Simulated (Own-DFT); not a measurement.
# Computed records: Si2SnGe13 (diamond-structure random alloy, strained, atoms displaced)

Computed with Own-DFT development build. A calculation, not a measurement: plane-wave density functional theory by an unreviewed code, no spin, of a simulated periodic cell, stress positive in tension, run twice, with PBE and with PBEsol, both on files made for PBE, so the change isn't that of files made for PBEsol, forces on such cells moved up to 12 meV/angstrom on a denser k mesh; the far tail of each file's local potential was reset to the Coulomb form; each entry is a single point on an unrelaxed cell, so the pressure reflects the starting lattice, mostly measured values (interpolated for alloys), from which strain is counted, and rises with the displacements; printed positions are rounded, which can move forces by about a meV/angstrom; the program, named Own-DFT, is a retired in-house code; no spin-orbit coupling; stress was not checked against mesh or cutoff.

Settings shared by all entries: functional PBE, then PBEsol; potential files PseudoDojo norm-conserving, scalar-relativistic, standard set; wave cutoff 49 hartree; occupations Fermi-Dirac; smearing width 0.1 eV; k mesh 3 x 3 x 3 centred on Gamma.

```yaml
- entry: 1
  formula: Si2SnGe13
  kind: "diamond-structure random alloy, strained, atoms displaced"
  structure:
    cell_angstrom: [[11.3063, 0.0, 0.0], [0.0, 11.3063, 0.0], [0.0, 0.0, 11.3631]]
    atoms_fractional:
      - [Ge, 0.00649, 0.00431, 0.00313]
      - [Ge, 0.99669, 0.24764, 0.24579]
      - [Ge, 0.25295, 0.00886, 0.24239]
      - [Ge, 0.25794, 0.24049, 0.99292]
      - [Si, 0.12797, 0.12646, 0.12695]
      - [Ge, 0.12388, 0.37348, 0.38339]
      - [Ge, 0.37675, 0.11961, 0.3788]
      - [Ge, 0.37338, 0.38555, 0.11585]
      - [Ge, 0.99849, 0.99667, 0.49644]
      - [Ge, 0.00927, 0.2524, 0.74119]
      - [Si, 0.2497, 0.99717, 0.74824]
      - [Si, 0.25396, 0.25772, 0.5049]
      - [Ge, 0.12162, 0.12983, 0.6374]
      - [Sn, 0.12317, 0.38048, 0.86899]
      - [Ge, 0.37681, 0.12112, 0.87611]
      - [Ge, 0.3747, 0.37606, 0.62007]
      - [Ge, 0.99874, 0.49914, 0.00016]
      - [Si, 0.00817, 0.74583, 0.25603]
      - [Ge, 0.24632, 0.50291, 0.25094]
      - [Si, 0.24289, 0.76285, 0.00224]
      - [Ge, 0.12558, 0.62818, 0.12324]
      - [Si, 0.12944, 0.8843, 0.37265]
      - [Ge, 0.37104, 0.62337, 0.37346]
      - [Ge, 0.36578, 0.86768, 0.13133]
      - [Ge, 0.00669, 0.50085, 0.49993]
      - [Ge, 0.99986, 0.74584, 0.74088]
      - [Ge, 0.24566, 0.506, 0.74202]
      - [Ge, 0.24828, 0.74901, 0.49992]
      - [Ge, 0.12581, 0.61973, 0.6288]
      - [Ge, 0.12967, 0.87412, 0.87827]
      - [Ge, 0.37746, 0.61471, 0.88026]
      - [Ge, 0.37151, 0.87229, 0.62614]
      - [Ge, 0.49872, 0.00407, 0.00175]
      - [Ge, 0.50382, 0.24958, 0.24616]
      - [Ge, 0.75284, 0.00233, 0.25262]
      - [Ge, 0.74946, 0.25404, 0.99536]
      - [Ge, 0.61584, 0.1274, 0.12668]
      - [Ge, 0.62738, 0.3755, 0.37853]
      - [Ge, 0.8695, 0.11728, 0.3796]
      - [Ge, 0.88074, 0.36881, 0.12002]
      - [Ge, 0.50083, 0.99362, 0.49554]
      - [Sn, 0.50287, 0.24529, 0.75374]
      - [Ge, 0.7508, 0.99734, 0.75233]
      - [Si, 0.74449, 0.24504, 0.50028]
      - [Ge, 0.62857, 0.12541, 0.62185]
      - [Ge, 0.62676, 0.37478, 0.87334]
      - [Ge, 0.88019, 0.12772, 0.87477]
      - [Ge, 0.88031, 0.37292, 0.61753]
      - [Ge, 0.50253, 0.49812, 0.00114]
      - [Sn, 0.49633, 0.75031, 0.2511]
      - [Si, 0.74927, 0.49592, 0.25149]
      - [Ge, 0.75681, 0.7513, 0.00411]
      - [Ge, 0.62592, 0.63074, 0.13224]
      - [Ge, 0.62898, 0.8735, 0.37168]
      - [Ge, 0.87547, 0.62242, 0.37091]
      - [Ge, 0.87254, 0.87252, 0.12536]
      - [Sn, 0.49419, 0.49687, 0.4987]
      - [Ge, 0.50097, 0.74905, 0.74614]
      - [Ge, 0.74759, 0.50214, 0.74402]
      - [Ge, 0.75752, 0.74493, 0.49957]
      - [Ge, 0.62948, 0.62334, 0.62765]
      - [Ge, 0.62118, 0.88343, 0.86366]
      - [Ge, 0.87237, 0.62285, 0.86537]
      - [Ge, 0.87587, 0.88124, 0.63754]
  results:
    "PBE_pressure [GPa]": 5.44
    "PBE_stress_xx [GPa]": -5.66
    "PBE_stress_yy [GPa]": -5.51
    "PBE_stress_zz [GPa]": -5.13
    "PBE_stress_yz [GPa]": -0.27
    "PBE_stress_xz [GPa]": 0.15
    "PBE_stress_xy [GPa]": 0.64
    "PBEsol_pressure [GPa]": 2.54
    "PBEsol_stress_xx [GPa]": -2.76
    "PBEsol_stress_yy [GPa]": -2.62
    "PBEsol_stress_zz [GPa]": -2.23
    "PBEsol_stress_yz [GPa]": -0.25
    "PBEsol_stress_xz [GPa]": 0.14
    "PBEsol_stress_xy [GPa]": 0.6
    force_element: [Ge, Ge, Ge, Ge, Si, Ge, Ge, Ge, Ge, Ge, Si, Si, Ge, Sn, Ge, Ge, Ge, Si, Ge, Si, Ge, Si, Ge, Ge, Ge, Ge, Ge, Ge, Ge, Ge, Ge, Ge, Ge, Ge, Ge, Ge, Ge, Ge, Ge, Ge, Ge, Sn, Ge, Si, Ge, Ge, Ge, Ge, Ge, Sn, Si, Ge, Ge, Ge, Ge, Ge, Sn, Ge, Ge, Ge, Ge, Ge, Ge, Ge]
    "PBE_force_x [eV/angstrom]": [-0.377, 0.637, -0.519, -0.887, -0.053, 0.46, -0.255, -0.359, 0.642, -3.019, 0.052, -0.62, 1.919, 1.024, -1.015, -1.759, -0.852, -0.435, -0.186, 0.986, -0.197, -0.152, -1.586, -0.392, -0.927, 0.348, 2.351, -0.562, -0.417, -0.798, -0.814, 0.152, -0.286, -1.289, -0.78, 0.022, 1.759, 1.078, 0.363, -1.139, 0.281, -0.573, 0.194, 0.968, 0.442, 0.833, -0.006, -0.914, 1.203, 0.071, 0.43, -1.135, 1.504, 0.993, 0.529, 1.541, 1.258, -0.347, 0.702, -0.244, -0.235, -0.158, 0.295, 0.25]
    "PBE_force_y [eV/angstrom]": [-0.319, -0.533, -0.469, 0.817, 0.568, -0.583, 1.34, -1.528, 0.173, 0.015, 0.228, -1.561, -1.707, -0.716, -1.75, -0.855, 1.398, 1.0, -0.567, -2.061, 0.364, -0.939, 0.213, 1.855, 0.28, 0.439, -0.263, 0.366, 1.37, 0.464, 1.843, 0.281, -1.284, 1.093, -0.339, -0.842, -0.362, -1.253, 1.368, 0.965, 0.02, 0.515, 1.579, 0.63, -1.4, 1.437, 0.082, -0.253, 0.488, 0.106, -0.078, -0.24, -1.902, 0.518, -0.21, 0.382, 1.238, -0.349, -1.218, 0.777, 1.091, -1.124, 0.26, -0.858]
    "PBE_force_z [eV/angstrom]": [0.141, 1.056, 0.933, 1.388, -0.553, -1.115, -0.15, 1.152, 0.932, 0.688, 0.506, -0.323, -2.599, 1.085, -0.138, 1.735, 0.57, -0.239, -0.253, -0.027, -0.067, -0.228, 0.237, -1.928, -0.143, 1.34, 0.354, -0.345, -1.468, -1.195, -0.47, -0.185, 0.103, 0.848, -1.026, 0.483, -0.504, -1.259, 0.001, 0.529, 0.765, -0.884, 0.006, -0.327, -0.751, 0.709, -0.289, -0.018, 0.039, 0.692, -0.462, -1.437, -1.565, 1.193, -0.186, 0.937, -0.119, 0.642, 0.389, 0.483, -0.605, 1.775, 1.013, -1.87]
    "PBEsol_force_x [eV/angstrom]": [-0.398, 0.582, -0.426, -0.819, -0.049, 0.41, -0.212, -0.33, 0.569, -2.917, 0.047, -0.608, 1.793, 0.99, -0.953, -1.678, -0.82, -0.458, -0.17, 0.961, -0.189, -0.111, -1.545, -0.351, -0.891, 0.326, 2.267, -0.504, -0.401, -0.835, -0.761, 0.187, -0.275, -1.233, -0.754, 0.03, 1.687, 0.976, 0.373, -1.077, 0.272, -0.55, 0.185, 0.944, 0.392, 0.808, -0.012, -0.841, 1.14, 0.069, 0.416, -1.092, 1.427, 0.956, 0.51, 1.453, 1.221, -0.325, 0.678, -0.244, -0.22, -0.149, 0.286, 0.242]
    "PBEsol_force_y [eV/angstrom]": [-0.341, -0.48, -0.478, 0.816, 0.553, -0.509, 1.26, -1.478, 0.205, 0.009, 0.224, -1.52, -1.619, -0.697, -1.655, -0.781, 1.342, 0.934, -0.532, -2.018, 0.286, -0.882, 0.204, 1.845, 0.257, 0.416, -0.257, 0.321, 1.318, 0.469, 1.756, 0.226, -1.217, 1.044, -0.339, -0.808, -0.343, -1.216, 1.278, 0.906, 0.024, 0.5, 1.517, 0.616, -1.395, 1.386, 0.079, -0.215, 0.466, 0.101, -0.074, -0.227, -1.814, 0.512, -0.193, 0.39, 1.194, -0.328, -1.162, 0.741, 1.057, -1.08, 0.25, -0.84]
    "PBEsol_force_z [eV/angstrom]": [0.094, 1.037, 0.917, 1.308, -0.546, -1.1, -0.181, 1.108, 0.937, 0.658, 0.5, -0.313, -2.504, 1.036, -0.083, 1.71, 0.546, -0.266, -0.25, -0.02, -0.056, -0.192, 0.231, -1.82, -0.129, 1.297, 0.339, -0.303, -1.421, -1.16, -0.481, -0.217, 0.082, 0.815, -0.981, 0.457, -0.483, -1.221, -0.034, 0.484, 0.73, -0.852, 0.003, -0.322, -0.684, 0.698, -0.277, 0.014, 0.028, 0.669, -0.448, -1.38, -1.545, 1.16, -0.104, 0.879, -0.116, 0.615, 0.381, 0.463, -0.577, 1.705, 0.977, -1.813]
    "rms_change_of_force_components_from_PBE_to_PBEsol [eV/angstrom]": 0.044
- entry: 2
  formula: Si2SnGe13
  kind: "diamond-structure random alloy, strained, atoms displaced"
  structure:
    cell_angstrom: [[11.3063, 0.0, 0.0], [0.0, 11.3063, 0.0], [0.0, 0.0, 11.3631]]
    atoms_fractional:
      - [Ge, 0.99654, 0.00523, 0.00066]
      - [Ge, 0.00069, 0.25258, 0.25281]
      - [Ge, 0.23852, 0.99463, 0.25352]
      - [Ge, 0.2501, 0.24671, 0.00015]
      - [Ge, 0.13881, 0.12078, 0.12597]
      - [Si, 0.1225, 0.37302, 0.37514]
      - [Ge, 0.37398, 0.12445, 0.36805]
      - [Ge, 0.36477, 0.37484, 0.12301]
      - [Ge, 0.99852, 0.00389, 0.48814]
      - [Ge, 0.99519, 0.25049, 0.7586]
      - [Ge, 0.24806, 0.99689, 0.74584]
      - [Ge, 0.25181, 0.24847, 0.49909]
      - [Ge, 0.12426, 0.13033, 0.62508]
      - [Ge, 0.12321, 0.37736, 0.86832]
      - [Ge, 0.379, 0.1265, 0.87447]
      - [Ge, 0.37728, 0.36485, 0.62428]
      - [Ge, 0.99565, 0.49592, 0.00055]
      - [Ge, 0.00278, 0.7546, 0.24934]
      - [Ge, 0.25618, 0.50342, 0.25163]
      - [Ge, 0.24882, 0.75088, 0.99685]
      - [Ge, 0.12229, 0.62925, 0.13113]
      - [Ge, 0.12485, 0.8718, 0.37615]
      - [Si, 0.37609, 0.62497, 0.38142]
      - [Ge, 0.37785, 0.8692, 0.12528]
      - [Ge, 0.99202, 0.50307, 0.50356]
      - [Ge, 0.00507, 0.75079, 0.75668]
      - [Ge, 0.24824, 0.50487, 0.75374]
      - [Ge, 0.24835, 0.74745, 0.49614]
      - [Ge, 0.11728, 0.623, 0.62488]
      - [Si, 0.12385, 0.87713, 0.87424]
      - [Ge, 0.36438, 0.63124, 0.87204]
      - [Ge, 0.37727, 0.86239, 0.62459]
      - [Ge, 0.50428, 0.00308, 0.0014]
      - [Ge, 0.5038, 0.25266, 0.2534]
      - [Si, 0.74447, 0.99779, 0.25312]
      - [Sn, 0.74398, 0.24342, 0.99857]
      - [Ge, 0.62288, 0.11866, 0.12687]
      - [Ge, 0.62723, 0.37461, 0.37928]
      - [Sn, 0.87801, 0.12637, 0.37674]
      - [Ge, 0.88167, 0.37836, 0.12207]
      - [Ge, 0.48967, 0.99575, 0.49886]
      - [Ge, 0.49726, 0.24629, 0.74872]
      - [Ge, 0.75329, 0.99858, 0.75663]
      - [Ge, 0.74982, 0.24605, 0.50218]
      - [Ge, 0.62195, 0.12969, 0.62124]
      - [Si, 0.62653, 0.36428, 0.87356]
      - [Sn, 0.87335, 0.11892, 0.87354]
      - [Ge, 0.87135, 0.37919, 0.62618]
      - [Ge, 0.49871, 0.49247, 0.9974]
      - [Si, 0.49328, 0.7504, 0.26225]
      - [Ge, 0.75341, 0.50477, 0.24569]
      - [Ge, 0.74449, 0.75278, 0.00638]
      - [Si, 0.62458, 0.63054, 0.13246]
      - [Sn, 0.61493, 0.87537, 0.38329]
      - [Ge, 0.86964, 0.62414, 0.37504]
      - [Ge, 0.87573, 0.87241, 0.12666]
      - [Si, 0.50506, 0.49536, 0.50401]
      - [Ge, 0.49969, 0.75211, 0.74466]
      - [Ge, 0.74609, 0.49781, 0.74894]
      - [Ge, 0.75608, 0.74282, 0.48934]
      - [Ge, 0.63093, 0.6325, 0.61543]
      - [Ge, 0.62104, 0.87015, 0.87166]
      - [Ge, 0.87555, 0.63132, 0.87261]
      - [Ge, 0.8764, 0.87739, 0.62384]
  results:
    "PBE_pressure [GPa]": 5.54
    "PBE_stress_xx [GPa]": -5.68
    "PBE_stress_yy [GPa]": -5.66
    "PBE_stress_zz [GPa]": -5.27
    "PBE_stress_yz [GPa]": 0.19
    "PBE_stress_xz [GPa]": 0.02
    "PBE_stress_xy [GPa]": -0.01
    "PBEsol_pressure [GPa]": 2.65
    "PBEsol_stress_xx [GPa]": -2.79
    "PBEsol_stress_yy [GPa]": -2.77
    "PBEsol_stress_zz [GPa]": -2.38
    "PBEsol_stress_yz [GPa]": 0.19
    "PBEsol_stress_xz [GPa]": 0.01
    "PBEsol_stress_xy [GPa]": -0.01
    force_element: [Ge, Ge, Ge, Ge, Ge, Si, Ge, Ge, Ge, Ge, Ge, Ge, Ge, Ge, Ge, Ge, Ge, Ge, Ge, Ge, Ge, Ge, Si, Ge, Ge, Ge, Ge, Ge, Ge, Si, Ge, Ge, Ge, Ge, Si, Sn, Ge, Ge, Sn, Ge, Ge, Ge, Ge, Ge, Ge, Si, Sn, Ge, Ge, Si, Ge, Ge, Si, Sn, Ge, Ge, Si, Ge, Ge, Ge, Ge, Ge, Ge, Ge]
    "PBE_force_x [eV/angstrom]": [2.208, 1.569, 1.948, -0.131, -1.955, 0.445, -0.336, 1.21, 2.179, 1.115, 0.192, -0.512, -0.36, 0.181, -0.649, -0.233, 1.029, -0.751, -0.936, -0.798, 0.465, -0.38, 0.539, -0.235, 0.661, -0.202, 0.124, -0.025, 0.677, 0.169, 1.713, -1.168, -0.757, -0.544, 0.46, -0.158, -0.383, 0.267, -1.947, -0.694, -1.127, 0.808, -2.413, -0.616, -0.138, -1.599, 1.321, 0.083, 0.341, -0.595, -0.605, 0.13, -1.035, 1.718, 1.632, -0.527, -0.66, 0.383, -0.347, 0.183, -0.683, 0.322, -0.744, 0.172]
    "PBE_force_y [eV/angstrom]": [-1.952, 0.789, -0.278, 0.431, 0.554, 0.849, -0.195, -0.153, -2.092, 1.163, -0.094, 0.158, -0.415, -0.205, -0.757, 1.665, 1.379, -0.557, 0.012, 0.631, -0.81, 0.082, -0.771, 0.401, -0.714, 0.645, -0.765, -0.609, 0.292, 0.376, -0.58, 1.415, -0.91, -0.041, -0.154, 1.718, -0.381, 0.536, 0.335, -0.444, 2.099, 0.386, -1.743, 1.534, -1.386, 2.027, 0.068, -0.813, 0.875, -1.656, -0.566, -0.543, -0.358, -0.341, -0.443, 1.017, 0.62, -1.28, 0.503, 1.27, -1.226, 0.633, -0.805, -0.428]
    "PBE_force_z [eV/angstrom]": [1.49, -1.526, -0.296, -0.86, -0.193, 0.374, 0.274, 0.311, 3.076, -2.242, 0.326, -0.632, -0.062, 1.17, 0.104, 0.045, -0.678, 0.59, 0.794, 0.533, -0.919, 0.361, -0.101, 0.308, -0.916, -0.74, -1.386, 0.526, 0.107, 0.568, 0.236, -0.391, -0.368, -0.692, -1.308, 2.078, 1.711, -0.289, -1.868, 1.051, 1.86, 0.355, -2.777, 0.861, 0.519, -1.342, -0.366, 0.225, -0.012, -1.832, -0.043, -0.403, -0.16, -1.067, -1.137, 0.158, -0.138, 0.529, 0.516, 1.838, 0.783, 0.55, 0.706, -0.187]
    "PBEsol_force_x [eV/angstrom]": [2.117, 1.486, 1.882, -0.115, -1.898, 0.435, -0.324, 1.172, 2.117, 1.092, 0.211, -0.467, -0.335, 0.162, -0.617, -0.243, 0.988, -0.721, -0.919, -0.735, 0.454, -0.371, 0.449, -0.264, 0.606, -0.236, 0.103, -0.057, 0.647, 0.166, 1.639, -1.123, -0.73, -0.532, 0.448, -0.114, -0.407, 0.29, -1.849, -0.661, -1.086, 0.748, -2.337, -0.607, -0.138, -1.575, 1.287, 0.072, 0.269, -0.579, -0.538, 0.169, -0.972, 1.673, 1.564, -0.484, -0.608, 0.361, -0.287, 0.165, -0.624, 0.321, -0.709, 0.166]
    "PBEsol_force_y [eV/angstrom]": [-1.878, 0.738, -0.256, 0.414, 0.531, 0.826, -0.191, -0.142, -2.033, 1.134, -0.061, 0.12, -0.405, -0.197, -0.726, 1.56, 1.329, -0.54, -0.001, 0.579, -0.78, 0.095, -0.76, 0.417, -0.66, 0.575, -0.734, -0.549, 0.284, 0.368, -0.565, 1.379, -0.873, -0.057, -0.151, 1.615, -0.342, 0.472, 0.36, -0.419, 2.024, 0.339, -1.698, 1.494, -1.327, 1.986, 0.064, -0.775, 0.84, -1.543, -0.572, -0.488, -0.377, -0.322, -0.428, 0.96, 0.572, -1.22, 0.512, 1.215, -1.162, 0.627, -0.784, -0.412]
    "PBEsol_force_z [eV/angstrom]": [1.468, -1.504, -0.29, -0.816, -0.187, 0.358, 0.282, 0.293, 2.987, -2.179, 0.289, -0.571, -0.067, 1.135, 0.1, 0.07, -0.652, 0.564, 0.702, 0.539, -0.888, 0.332, -0.089, 0.261, -0.849, -0.751, -1.328, 0.544, 0.114, 0.556, 0.226, -0.384, -0.355, -0.664, -1.285, 2.063, 1.609, -0.31, -1.775, 1.02, 1.8, 0.308, -2.693, 0.84, 0.505, -1.323, -0.352, 0.22, 0.0, -1.801, 0.0, -0.427, -0.187, -0.957, -1.088, 0.124, -0.101, 0.502, 0.456, 1.792, 0.779, 0.538, 0.679, -0.182]
    "rms_change_of_force_components_from_PBE_to_PBEsol [eV/angstrom]": 0.043
```
